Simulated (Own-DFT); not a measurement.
# Biaxial strain at fixed height in wurtzite GaN, 72 atoms (Ga36N36)

Everything here is calculated. The program is Own-DFT (plane waves, in-house, since retired, never reviewed by a person); positions were held fixed, and spin and spin-orbit coupling were off.

Method: PBE; PseudoDojo norm-conserving scalar-relativistic files (stringent for Ga); cutoff 96 hartree; 4 x 4 x 3 k mesh centred on Gamma; Gaussian smearing of 0.01 eV.

Limits: forces not confirmed at this smearing and k mesh; stress not checked against mesh or cutoff.

Unstrained cell vectors in Å: (9.567, 0.000, 0.000); (-4.784, 8.285, 0.000); (0.000, 0.000, 10.370). The unstrained cell has measured lattice constants (interpolated for alloys), not those of this functional. That, the random moves and any unrelaxed bonds set the pressure at no strain. Each run strains x and y alike by e, as a substrate would, and holds the height along z. Each atom got a random Gaussian move of width 0.05 Å along each axis. Stress is positive in tension.

```
e (%),u (Å),(s_xx + s_yy)/2 (GPa),s_zz (GPa)
-3.00,0.050,-24.84,-13.57
-2.75,0.050,-24.44,-10.19
-1.75,0.051,-17.89,-9.83
-1.00,0.046,-12.31,-9.53
-0.50,0.047,-8.63,-8.35
1.00,0.054,-1.73,-7.00
1.50,0.050,?,?
1.75,0.048,1.14,-4.45
2.25,0.049,3.39,-3.76
2.75,0.048,5.93,-3.92
```

## What the rows give

With e as a fraction, the in-plane stress is -6.8 + 534 e - 3103 e² GPa (errors 12 and 766, scatter 0.69), and s_zz is -7.6 + 149 e GPa (slope ± 16, scatter 0.95). At e = 0 the first slope is C11 + C12 and the second 2 C13, both with the ions held to the strained lattice and at the cell's own pressure. The term in e² is negative: the layer stiffens under compression and softens under tension. A free layer would change its height as e changes, and the in-plane slope would drop by 2 C13²/C33 to the biaxial modulus. At fixed height, a misfit of 1 % moves the in-plane stress by about 5.3 GPa and s_zz by 1.5 GPa.

## Prediction

The question: what are the two stresses at e = 1.50 %?

The fit gives 0.5 and -5.4 GPa. The calculation gave 0.45 and -4.15 GPa.
